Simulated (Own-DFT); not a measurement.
Si$_{3}$N$_{4}$ (beta silicon nitride, strained, atoms displaced) (calculated)

A calculation, not a measurement: plane-wave PBE density functional theory by an unreviewed code, no spin, of a simulated periodic cell, stress positive in tension, free energy of the whole cell less one offset for each atom, forces on such cells moved up to 12 meV/angstrom on a denser k mesh; offsets are fitted by least squares, one for each functional and potential file, so energies compare only between cells with the same atoms and settings and are not formation energies; the far tail of each file's local potential was reset to the Coulomb form; each entry is a single point on an unrelaxed cell, so the pressure reflects the starting lattice, mostly measured values (interpolated for alloys), from which strain is counted, and rises with the displacements; printed positions are rounded, which can move forces by about a meV/angstrom; the program, named Own-DFT, is a retired in-house code; no spin-orbit coupling; before rounding, a Quantum ESPRESSO 7.3.1 run of the same cell and cutoff gave forces within 1 meV/angstrom rms on each cell, which checks the program and not the settings. Program: Own-DFT development build.

```yaml
- formula: Si3N4
  kind: "beta silicon nitride, strained, atoms displaced"
  structure:
    cell_angstrom:
      - [15.0545, 0.1894, 0.046]
      - [-7.3632, 13.2159, -0.0273]
      - [0.0176, -0.0019, 5.8357]
    atoms_fractional:
      - [Si, 0.08413, 0.38543, 0.13208]
      - [Si, 0.11072, 0.20183, 0.10858]
      - [Si, 0.29803, 0.40944, 0.1157]
      - [Si, 0.42063, 0.11875, 0.37394]
      - [Si, 0.38146, 0.29724, 0.35776]
      - [Si, 0.20436, 0.08765, 0.36556]
      - ["N", 0.15372, 0.01076, 0.11653]
      - ["N", 0.4821, 0.14469, 0.12483]
      - ["N", 0.35273, 0.34041, 0.13225]
      - ["N", 0.33343, 0.48151, 0.37058]
      - ["N", 0.01291, 0.35018, 0.37325]
      - ["N", 0.14652, 0.16499, 0.39045]
      - ["N", 0.16812, 0.32963, 0.12973]
      - ["N", 0.33347, 0.16266, 0.37677]
      - [Si, 0.08899, 0.38891, 0.62492]
      - [Si, 0.11233, 0.20056, 0.62942]
      - [Si, 0.30002, 0.4129, 0.63348]
      - [Si, 0.41635, 0.11461, 0.86046]
      - [Si, 0.38187, 0.29487, 0.86546]
      - [Si, 0.19882, 0.07898, 0.8805]
      - ["N", 0.16572, 0.01396, 0.61397]
      - ["N", 0.48625, 0.14765, 0.62518]
      - ["N", 0.34496, 0.3341, 0.62662]
      - ["N", 0.33049, 0.48063, 0.86849]
      - ["N", 0.02004, 0.35227, 0.86774]
      - ["N", 0.14073, 0.16067, 0.88051]
      - ["N", 0.16997, 0.33749, 0.61998]
      - ["N", 0.33475, 0.17019, 0.88309]
      - [Si, 0.08945, 0.88154, 0.11969]
      - [Si, 0.11509, 0.70309, 0.13006]
      - [Si, 0.29746, 0.91087, 0.12651]
      - [Si, 0.41427, 0.61387, 0.37747]
      - [Si, 0.38564, 0.79975, 0.37896]
      - [Si, 0.19951, 0.58767, 0.37539]
      - ["N", 0.16422, 0.51437, 0.13993]
      - ["N", 0.48391, 0.64869, 0.11328]
      - ["N", 0.35305, 0.83377, 0.126]
      - ["N", 0.33566, 0.98329, 0.37401]
      - ["N", 0.01534, 0.84426, 0.36694]
      - ["N", 0.15398, 0.66455, 0.37124]
      - ["N", 0.16646, 0.8301, 0.11879]
      - ["N", 0.34013, 0.67041, 0.38728]
      - [Si, 0.08125, 0.87927, 0.64184]
      - [Si, 0.11313, 0.7, 0.64321]
      - [Si, 0.29322, 0.90901, 0.62805]
      - [Si, 0.4145, 0.60969, 0.87191]
      - [Si, 0.38363, 0.79738, 0.8733]
      - [Si, 0.201, 0.58822, 0.86425]
      - ["N", 0.16556, 0.51658, 0.62361]
      - ["N", 0.47961, 0.64725, 0.63845]
      - ["N", 0.34989, 0.83627, 0.62194]
      - ["N", 0.33704, 0.98683, 0.86463]
      - ["N", 0.01311, 0.84783, 0.88006]
      - ["N", 0.1448, 0.65761, 0.8778]
      - ["N", 0.16586, 0.83715, 0.6224]
      - ["N", 0.32617, 0.66045, 0.88115]
      - [Si, 0.58729, 0.39366, 0.13286]
      - [Si, 0.61193, 0.19974, 0.12838]
      - [Si, 0.79755, 0.41408, 0.12921]
      - [Si, 0.91273, 0.11232, 0.38785]
      - [Si, 0.88638, 0.29301, 0.37624]
      - [Si, 0.70346, 0.09079, 0.36642]
      - ["N", 0.66271, 0.01617, 0.12214]
      - ["N", 0.9884, 0.1496, 0.14386]
      - ["N", 0.85299, 0.33797, 0.12795]
      - ["N", 0.83438, 0.48221, 0.36621]
      - ["N", 0.51233, 0.35031, 0.3628]
      - ["N", 0.65129, 0.16397, 0.38071]
      - ["N", 0.66598, 0.33561, 0.11567]
      - ["N", 0.83445, 0.1699, 0.39707]
      - [Si, 0.58353, 0.38429, 0.6243]
      - [Si, 0.61405, 0.20201, 0.6265]
      - [Si, 0.79921, 0.41537, 0.62714]
      - [Si, 0.90802, 0.11368, 0.88074]
      - [Si, 0.88411, 0.30494, 0.87218]
      - [Si, 0.70427, 0.09202, 0.86902]
      - ["N", 0.66832, 0.01933, 0.6378]
      - ["N", 0.98231, 0.15205, 0.61212]
      - ["N", 0.85611, 0.34045, 0.61002]
      - ["N", 0.83097, 0.48453, 0.87073]
      - ["N", 0.51688, 0.34624, 0.88659]
      - ["N", 0.6538, 0.16839, 0.8951]
      - ["N", 0.66534, 0.33089, 0.61561]
      - ["N", 0.83675, 0.17038, 0.8785]
      - [Si, 0.58814, 0.88173, 0.12288]
      - [Si, 0.61371, 0.70238, 0.13735]
      - [Si, 0.79634, 0.91178, 0.11547]
      - [Si, 0.91047, 0.61605, 0.37191]
      - [Si, 0.88829, 0.80252, 0.37777]
      - [Si, 0.70091, 0.585, 0.37417]
      - ["N", 0.67062, 0.5188, 0.12103]
      - ["N", 0.9789, 0.65457, 0.1275]
      - ["N", 0.84837, 0.8361, 0.12257]
      - ["N", 0.83663, 0.98041, 0.37635]
      - ["N", 0.51547, 0.84727, 0.37381]
      - ["N", 0.65321, 0.66408, 0.36712]
      - ["N", 0.67353, 0.83551, 0.12218]
      - ["N", 0.83544, 0.67036, 0.37147]
      - [Si, 0.57894, 0.88157, 0.61258]
      - [Si, 0.61766, 0.70347, 0.60999]
      - [Si, 0.79574, 0.91222, 0.63629]
      - [Si, 0.91534, 0.61801, 0.8729]
      - [Si, 0.89211, 0.80126, 0.86912]
      - [Si, 0.69788, 0.58757, 0.88139]
      - ["N", 0.66311, 0.51957, 0.63325]
      - ["N", 0.98159, 0.64695, 0.62018]
      - ["N", 0.84985, 0.83435, 0.62381]
      - ["N", 0.83872, 0.99207, 0.86701]
      - ["N", 0.51901, 0.85377, 0.8646]
      - ["N", 0.64758, 0.66782, 0.86528]
      - ["N", 0.67394, 0.83829, 0.61468]
      - ["N", 0.83787, 0.66471, 0.86843]
  settings:
    functional: PBE
    potential_files: "PseudoDojo norm-conserving, scalar-relativistic, standard set"
    "wave_cutoff [hartree]": 42.0
    occupations: Fermi-Dirac
    "smearing_width [eV]": 0.1
    k_mesh: "2 x 2 x 4 centred on Gamma"
  results:
    "free_energy_of_cell_above_offsets [eV]": "-9.620"
    "pressure [GPa]": 6.97
    "stress_xx [GPa]": -11.64
    "stress_yy [GPa]": -1.93
    "stress_zz [GPa]": -7.34
    "stress_yz [GPa]": -0.82
    "stress_xz [GPa]": 1.73
    "stress_xy [GPa]": 4.84
    force_element: [Si, Si, Si, Si, Si, Si, "N", "N", "N", "N", "N", "N", "N", "N", Si, Si, Si, Si, Si, Si, "N", "N", "N", "N", "N", "N", "N", "N", Si, Si, Si, Si, Si, Si, "N", "N", "N", "N", "N", "N", "N", "N", Si, Si, Si, Si, Si, Si, "N", "N", "N", "N", "N", "N", "N", "N", Si, Si, Si, Si, Si, Si, "N", "N", "N", "N", "N", "N", "N", "N", Si, Si, Si, Si, Si, Si, "N", "N", "N", "N", "N", "N", "N", "N", Si, Si, Si, Si, Si, Si, "N", "N", "N", "N", "N", "N", "N", "N", Si, Si, Si, Si, Si, Si, "N", "N", "N", "N", "N", "N", "N", "N"]
    "force_x [eV/angstrom]": [2.248, 1.185, -4.197, -2.558, 0.588, -1.599, 1.128, 1.189, 2.226, 0.687, 1.236, 2.23, -1.257, -0.153, 0.965, -0.895, -3.517, -2.517, 0.575, -0.285, -0.332, 0.576, 3.764, 0.891, -2.201, 2.971, -0.382, -0.026, -1.781, -0.675, 0.082, -1.178, 0.617, 4.835, -0.258, 0.969, -0.943, 0.058, 0.398, -4.224, 1.311, -2.223, 0.518, -0.532, -0.552, -3.957, 1.554, 2.399, -0.461, 3.785, 0.537, -0.203, 2.414, -2.583, 1.157, 2.185, 2.527, 0.031, -1.09, -1.35, -1.211, 2.775, 0.303, -3.819, 0.173, -0.349, -0.289, -2.928, -0.202, -0.013, 1.082, 2.192, -0.953, 2.812, 2.411, 2.05, -0.803, 1.464, -0.79, 0.841, -1.92, -1.507, -0.301, -2.362, 0.134, 0.457, 0.91, -0.381, -0.609, 3.176, -0.945, 3.819, 2.557, -0.398, -0.809, -2.157, -3.092, -2.038, 4.7, -1.207, 1.204, -0.018, -4.638, 2.478, -0.226, 1.958, 0.735, -0.21, -2.012, 0.371, -3.841, -4.48]
    "force_y [eV/angstrom]": [-0.229, 1.506, 1.516, -2.706, -1.806, 0.019, -0.123, 0.471, -1.952, 1.504, 0.711, -0.998, 1.433, 1.732, -1.158, 2.142, 0.013, -0.059, 1.28, 3.015, -1.176, 0.413, -2.045, 2.095, -0.321, -1.587, -1.32, -2.92, 0.267, -1.697, 1.48, -1.466, -2.343, -1.083, 0.158, 0.344, 0.652, 0.22, 0.868, 3.022, 0.791, -0.405, 2.837, 0.987, 2.494, -0.718, -2.009, -3.059, 0.329, 1.714, -0.579, -1.387, 1.081, 2.22, -3.317, 2.453, -2.323, 2.818, -1.426, -1.053, 1.623, -2.136, -0.6, -1.779, -0.389, 2.645, 0.302, 1.592, -0.515, -2.942, 0.286, 1.183, -1.087, 3.543, -1.421, -0.834, -1.978, 0.457, -0.016, 0.882, 0.333, 0.694, 1.088, 0.978, 2.096, 1.092, 3.038, -1.147, -1.521, 0.968, -0.541, 0.704, -1.112, 0.999, -0.115, 0.775, -2.238, -0.769, 3.481, 1.167, 2.109, -2.609, -3.697, 2.517, -2.332, 0.753, 0.21, -4.079, -1.555, -0.251, -3.115, 1.942]
    "force_z [eV/angstrom]": [-1.37, 5.053, 1.758, -0.051, 3.741, 1.434, 1.64, -1.461, -3.672, 0.37, 0.997, -3.535, -0.631, -0.366, -1.049, -0.354, -3.636, 3.219, 1.468, -3.212, 1.757, -1.121, -0.958, 2.064, 1.723, -2.255, 0.498, -0.393, 1.817, 0.308, -0.452, -0.388, -0.742, 0.218, -2.6, 2.641, -0.261, 0.183, 1.612, 1.4, -0.167, -0.452, -4.715, -3.614, -1.299, 1.814, -0.154, 2.622, -0.401, -4.319, 1.132, 1.555, 0.583, 1.017, 0.799, -0.166, -2.081, 1.239, -2.066, -2.841, -1.084, 1.834, 0.141, -2.228, -0.069, 2.266, 2.77, -0.415, 0.848, -1.216, 0.508, 1.08, -1.379, -0.054, -0.353, 1.829, -3.494, 5.0, 2.192, 1.05, -1.871, -3.328, 0.143, 0.322, -0.956, -3.978, 1.496, 0.434, -1.815, 0.995, 1.405, -0.778, -0.73, -0.23, -2.015, 0.573, 0.08, 0.294, 2.109, 2.406, -2.428, 0.178, 1.261, -1.698, -1.62, 0.319, 1.244, 1.431, 1.866, 1.685, -0.022, 0.116]
```
